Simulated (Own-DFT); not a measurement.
# Strain and stress in wurtzite GaN, 72 atoms (Ga36N36)

These are calculations, not measurements. They come from Own-DFT, an in-house plane-wave density functional program, since retired, whose code no person has reviewed. Each row is one single-point run on a periodic cell that was not relaxed, without spin or spin-orbit coupling.

Settings of every run: PBE; PseudoDojo norm-conserving scalar-relativistic files (stringent for Ga); cutoff 96 hartree; 4 x 4 x 3 k mesh centred on Gamma; Gaussian smearing of 0.01 eV.

Known limits: forces not confirmed at this smearing and k mesh; stress not checked against mesh or cutoff.

Unstrained cell vectors in Å: (9.567, 0.000, 0.000); (-4.783, 8.285, 0.000); (0.000, 0.000, 10.370). The unstrained cell has measured lattice constants (interpolated for alloys), not those of this functional. That, the random moves and any unrelaxed bonds set the pressure at no strain. Each run strains this cell uniformly, with the atoms carried along. Every atom was also moved at random, by a Gaussian of width 0.05 Å on each axis. Strain is the symmetric tensor, in per cent. Stress is positive in tension, and the pressure is minus a third of its trace.

| run | e_xx (%) | e_yy (%) | e_zz (%) | s_xx (GPa) | s_yy (GPa) | s_zz (GPa) | P (GPa) | E (meV/atom) |
|---|---|---|---|---|---|---|---|---|
| 1 | 0.50 | 0.50 | 0.00 | -4.69 | -2.24 | -7.05 | 4.66 | 0.0 |
| 2 | 2.50 | 2.50 | 0.00 | 5.45 | 4.03 | -4.03 | -1.82 | 8.4 |
| 3 | 1.25 | 1.25 | 0.00 | -1.27 | 0.54 | -6.48 | 2.40 | 8.9 |
| 4 | 3.00 | 3.00 | 0.00 | 6.79 | 7.27 | -4.91 | -3.05 | 14.4 |
| 5 | -1.25 | -1.25 | 0.00 | -15.43 | -12.08 | -9.93 | 12.48 | 36.3 |
| 6 | -2.25 | -2.25 | 0.00 | -22.77 | -20.41 | -9.89 | 17.69 | 68.3 |
| 7 | -0.75 | -0.75 | 0.00 | -10.79 | -11.07 | -8.47 | 10.11 | 23.9 |
| 8 | -2.50 | -2.50 | 0.00 | -23.27 | -23.57 | -10.30 | 19.05 | 84.1 |
| 9 | 2.75 | 2.75 | 0.00 | ? | ? | ? | ? | ? |

E is the free energy for each atom above the lowest run shown.

## Worked fit

The change of volume is close to e_xx + e_yy + e_zz. A straight line through the runs shown gives P = 8.02 - 201 x (fractional change of volume) GPa, with an error of 9 on the slope and a scatter of 1.04 GPa. The strain isn't the same on all axes and the cell isn't cubic, so the slope belongs to this path and is not the bulk modulus.

## Withheld run

Question: what pressure should run 9 give? Its volume changes by 5.58 %.

The line gives -3.2 GPa. The calculation gave -2.43 GPa.
